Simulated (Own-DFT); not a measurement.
Simulation results for GaN (wurtzite, strained, atoms displaced)

Computed with Own-DFT development build. A calculation, not a measurement: plane-wave PBE density functional theory by an unreviewed code, no spin, of a simulated periodic cell, stress positive in tension, free energy of the whole cell less one offset for each atom, forces on such cells passed a denser k mesh, this cell's mesh not checked; offsets are fitted by least squares, one for each functional and potential file, so energies compare only between cells with the same atoms and settings and are not formation energies; the far tail of each file's local potential was reset to the Coulomb form; each entry is a single point on an unrelaxed cell, so the pressure reflects the starting lattice, mostly measured values (interpolated for alloys), from which strain is counted, and rises with the displacements; printed positions are rounded, which can move forces by about a meV/angstrom; the program, named Own-DFT, is a retired in-house code; no spin-orbit coupling.

```xyz
96
Lattice="12.7560 0.0000 0.0000 -4.7835 8.2853 -0.1243 0.0000 -0.1556 10.3700" Properties=species:S:1:pos:R:3:force_x:R:1:force_y:R:1:force_z:R:1 formula=GaN functional=PBE potential_files=PseudoDojo_norm-conserving,scalar-relativistic,standard_set_with_the_stringent_files_for_Ga wave_cutoff=96 occupations=Gaussian smearing_width=0.01 k_mesh=3_x_4_x_3_centred_on_Gamma free_energy_of_cell_above_offsets=-4.690 pressure=6.82 stress_xx=-5.5 stress_yy=-6.09 stress_zz=-8.88 stress_yz=-2.9 stress_xz=0.3 stress_xy=-0.63
Ga     0.0095     1.8437    -0.0126      0.048       0.07     -0.563
Ga     1.6703     0.8755     2.5976     -1.889      -0.53      0.223
N      0.0283     1.7846     1.9302      0.374      0.624      0.005
N      1.5862     0.8309     4.5322       0.92     -0.379      0.055
Ga     0.0515     1.7124     5.1144     -1.143      0.254      0.982
Ga     1.5629     0.9081     7.7311      1.084     -1.565      0.729
N      0.0207     1.6829     7.1174     -1.536      1.495     -0.871
N      1.5990     0.7904     9.6511      0.618       0.68      1.119
Ga    -1.5826     4.4244    10.2856      0.666      0.624      0.097
Ga    -0.0496     3.6763     2.5709      0.825     -1.077     -0.864
N     -1.5949     4.5869     1.8805     -0.669     -0.404      0.121
N      0.0515     3.5395     4.4986       -0.4      1.141      -0.11
Ga    -1.5325     4.5480     5.0290     -0.618     -0.884      1.422
Ga     0.0319     3.5989     7.7255     -0.921     -0.862      -0.33
N     -1.6531     4.4768     7.1327      0.733     -0.745     -1.376
N      0.0433     3.5499     9.6568      0.007      -0.18      0.232
Ga    -3.1410     7.2290    10.1770     -0.764      0.583      0.903
Ga    -1.5246     6.3618     2.5763      -1.11       1.17     -2.211
N     -3.1458     7.3608     1.8685      0.026     -1.298     -0.693
N     -1.5146     6.4006     4.4337     -1.454     -1.157      0.668
Ga    -3.1377     7.2921     5.1645     -0.882     -0.258     -0.823
Ga    -1.5241     6.2430     7.7470     -0.871      1.852     -1.274
N     -3.2059     7.3385     7.0591      0.316     -1.564      0.274
N     -1.5959     6.3216     9.6081      0.589     -1.108       1.25
Ga     3.1983     1.9299     0.0812     -0.166     -1.172     -1.831
Ga     4.7831     0.7664     2.5839     -0.264      2.259      0.221
N      3.1415     1.7192     1.9330      1.854      1.665      0.614
N      4.7494     0.8691     4.4715      0.398     -0.284      1.521
Ga     3.1260     1.7891     5.1985      0.921     -0.745     -0.916
Ga     4.8355     0.8436     7.8268      -1.26     -1.694      0.236
N      3.2582     1.6628     7.0895     -0.674      0.973      0.467
N      4.8031     0.7046     9.7812     -0.877       1.05     -0.509
Ga     1.6663     4.5688    -0.0466       -0.3      0.869     -1.851
Ga     3.2734     3.5963     2.6564     -0.762      0.172     -3.197
N      1.5300     4.5587     1.7693      0.615     -0.813      2.846
N      3.0684     3.6301     4.4569      1.775     -0.845      1.534
Ga     1.6223     4.5894     5.1004     -1.356     -1.631       0.55
Ga     3.1489     3.4801     7.7416      0.972      1.299     -0.503
N      1.5790     4.4731     7.0091      0.712     -0.106      0.631
N      3.3155     3.5731     9.6550     -1.931     -1.247      0.002
Ga     0.0338     7.3346    -0.0862     -0.479     -0.249     -1.015
Ga     1.5182     6.3270     2.4787      1.697      0.645     -0.413
N      0.0413     7.3552     1.7974     -0.534     -1.917      0.808
N      1.6089     6.2947     4.4551     -0.466       1.58     -0.966
Ga     0.0017     7.2275     5.0157      1.185      2.237      1.837
Ga     1.6448     6.3240     7.5762      -0.79      0.276       1.48
N      0.0043     7.2728     7.0781      0.241     -0.489     -1.113
N      1.5908     6.3169     9.6104      0.094     -1.016     -0.672
Ga     6.3404     1.6358    10.3284      0.237      1.392      0.612
Ga     7.9045     0.8906     2.5351      0.486     -0.726      0.677
N      6.2527     1.8744     1.9549      1.192     -2.386     -1.199
N      7.9657     0.8046     4.5514     -0.014       0.53     -0.465
Ga     6.4488     1.7735     5.2665      -1.12     -0.425     -2.624
Ga     8.0085     0.8409     7.7487     -0.706     -0.602     -1.353
N      6.3176     1.7028     7.1118      1.468      0.383      0.782
N      7.9437     0.7954     9.5952     -0.272      0.025      1.822
Ga     4.7805     4.6142    -0.0187      1.043      1.525      -1.27
Ga     6.4164     3.5759     2.5886     -0.984      1.736     -0.712
N      4.7766     4.5577     1.8238      0.124     -0.603      2.579
N      6.4175     3.6134     4.4594     -0.366     -0.483      1.565
Ga     4.7349     4.4282     5.1286       1.08      1.502     -0.146
Ga     6.3921     3.4914     7.7411     -0.625      1.878      0.521
N      4.7880     4.5586     7.0516     -0.297      -2.11      0.092
N      6.3815     3.5785     9.7349      0.299     -1.235     -1.039
Ga     3.1312     7.2551    10.1937      1.351     -0.988      0.499
Ga     4.7786     6.3808     2.5171     -0.137      0.154      0.113
N      3.2017     7.2514     1.8130     -1.127      1.121      0.171
N      4.8289     6.4110     4.4895     -1.183     -1.328     -0.461
Ga     3.1519     7.2550     5.0924      1.089      0.559     -1.096
Ga     4.7971     6.3663     7.5808     -0.631     -0.172      1.702
N      3.1688     7.3007     6.9779      0.319     -0.278      0.648
N      4.7750     6.3041     9.6309      0.174      0.509     -0.475
Ga     9.4276     1.7357    10.3329      1.991      -2.04        1.1
Ga    11.2432     0.8847     2.5347     -1.078     -0.576      0.565
N      9.5996     1.8037     1.9744     -0.947     -0.182     -0.931
N     11.1810     0.8248     4.5155      0.027      1.177     -0.409
Ga     9.5870     1.8218     5.1042      0.131     -2.194     -0.467
Ga    11.1048     0.7771     7.7660      1.146       0.35     -0.101
N      9.5524     1.6654     7.0036       0.19      0.808      1.141
N     11.1773     0.7790     9.6773     -0.904       0.57      0.861
Ga     7.9892     4.6158    -0.0579     -0.095       0.61     -1.003
Ga     9.4551     3.6703     2.4576      2.352     -0.893      1.202
N      7.9448     4.4599     1.8316     -0.642      1.849      0.298
N      9.5660     3.5572     4.4914      1.237      1.334     -1.197
Ga     8.0691     4.4069     5.1806     -1.528      2.125     -0.815
Ga     9.5540     3.4772     7.7525      0.389      0.562     -0.297
N      7.9956     4.4598     7.0788     -0.271      -0.65      0.665
N      9.6399     3.4393     9.7064     -1.098          2      -0.72
Ga     6.4244     7.4332    -0.0592     -1.416     -0.602     -0.917
Ga     7.9997     6.3927     2.5206     -0.128      0.203     -0.741
N      6.3272     7.2907     1.8407      1.281      0.287      0.462
N      8.0184     6.3253     4.4052      0.086          0      1.607
Ga     6.3591     7.3724     5.0727      0.987     -1.608     -0.171
Ga     7.9103     6.2966     7.6642      0.855      0.976     -0.224
N      6.3505     7.2569     7.0082       0.62      0.082     -0.294
N      7.9474     6.3807     9.5884       0.86     -1.468      0.714
```

Units: wave_cutoff in hartree; smearing_width, free_energy_of_cell_above_offsets in eV; pressure, stress_xx, stress_yy, stress_zz, stress_yz, stress_xz, stress_xy in GPa; force_x, force_y, force_z in eV/Å.
